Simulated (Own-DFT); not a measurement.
# Cleaving wurtzite AlN, m plane (10-10)

Source: density functional calculations with Own-DFT, an unreviewed in-house program that is no longer used. Nothing was measured or relaxed, and spin and spin-orbit coupling are left out.

Caveats (not all hold for every row): some atoms lie very close together; k mesh not checked against a denser one.

Both sets of runs: PBE; PseudoDojo norm-conserving scalar-relativistic files; cutoff 42 hartree; Gaussian smearing of 0.01 eV. The slab has 128 atoms in 16 layers, two equal faces of 62.02 Å² as cut, 15 Å of vacuum, a dipole correction along the normal and a 6 x 3 x 1 mesh. The bulk cell has 128 atoms, the same measured lattice constants and a 3 x 3 x 3 mesh. All atoms were moved at random; u is the rms move along one axis. Energies are counted from -174.06 eV for each atom.

| slab run | u (Å) | E (eV, cell) |
|---|---|---|
| 1 | 0.0184 | 20.419 |
| 2 | 0.0192 | 20.587 |
| 3 | 0.0192 | 20.671 |
| 4 | 0.0196 | 20.200 |
| 5 | 0.0201 | 20.637 |
| 6 | 0.0202 | 20.235 |
| 7 | 0.0204 | 20.618 |
| 8 | 0.0492 | 29.275 |
| 9 | 0.0527 | 29.608 |
| 10 | 0.0536 | 30.312 |
| 11 | 0.0992 | 56.375 |
| 12 | 0.1065 | 66.239 |

```
bulk run   u (Å)  E (meV/atom)
       1  0.0197         -2.61
       2  0.0200         -1.69
       3  0.0211         -1.06
       4  0.0962        290.99
       5  0.0963        321.21
       6  0.0964        277.46
       7  0.0973        285.35
       8  0.0990        299.42
       9  0.1021        325.00
      10  0.1113        395.92
```

Asked: what is the energy of the unrelaxed surface?

## Solution

Take each set to u = 0 with E = a + b u². Rows are weighted down as u grows, with residuals divided by u² + 0.0006 Å². Slab: a = 18.95 ± 0.10 eV. Bulk: a = -15.3 ± 0.8 meV/atom. The excess is 18.95 - 128 x (-0.0153) = 20.91 ± 0.14 eV. Over two faces that is 169 meV/Å², or 2.70 ± 0.02 J/m². Relaxing the faces would lower the energy, and the unlike meshes and the reach from the smallest u down to zero add errors that aren't counted here.
